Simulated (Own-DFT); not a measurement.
# What a defect does to the pressure of its cell: grey tin

Everything here is calculated. The program is Own-DFT (plane waves, in-house, since retired, never reviewed by a person); positions were held fixed, and spin and spin-orbit coupling were off.

Settings: PBE; PseudoDojo norm-conserving scalar-relativistic files; cutoff 42 hartree; 3 x 3 x 3 k mesh centred on Gamma; cold (Marzari-Vanderbilt) smearing of 0.2 eV.

Known weak points (not all hold for every row): not probed for a lower state with spin; forces on such cells moved up to 12 meV/angstrom on a denser k mesh; stress not checked against mesh or cutoff.

All runs share one cell, with vectors in Å (12.978, 0.000, 0.000); (0.000, 12.978, 0.000); (0.000, 0.000, 12.978) and a volume of 2185.9 Å³. Atoms were moved at random from their sites; u is the rms move along one axis. The defect's site can differ from row to row.

```
cell,formula,u (Å),P (GPa)
no defect,Sn64,0.0182,3.37
no defect,Sn64,0.0214,3.39
no defect,Sn64,0.0499,3.65
two Sn vacancies,Sn62,0.0321,3.21
two Sn vacancies,Sn62,0.0334,3.19
two Sn vacancies,Sn62,0.0480,3.26
two Sn vacancies,Sn62,0.0490,?
one Sn vacancy,Sn63,0.0294,3.24
one Sn vacancy,Sn63,0.0464,3.37
one Sn vacancy,Sn63,0.0512,3.49
```

## Worked fit

P = P0 + c u² + a shift for each defect gives P0 = 3.34 GPa, c = 116 ± 16 GPa/Å² and a scatter of 0.04 GPa. The shifts, and each times the cell's volume:

- one Sn vacancy: -0.20 ± 0.03 GPa, -2.7 eV
- two Sn vacancies: -0.29 ± 0.03 GPa, -4.0 eV (-2.0 eV for each of its 2 sites)

Positive is outwards. The product with the volume (160.2 GPa Å³ to the eV) is nearly free of the cell's size; divided by the bulk modulus at the cell's pressure it gives the volume that the defect adds. The atoms around the defects weren't relaxed, which would change these numbers.

## Test on the hidden row

Asked: what pressure belongs in the blank (two Sn vacancies, u = 0.0490 Å)?

The fitted form gives 3.33 ± 0.05 GPa. The hidden result is 3.36 GPa.
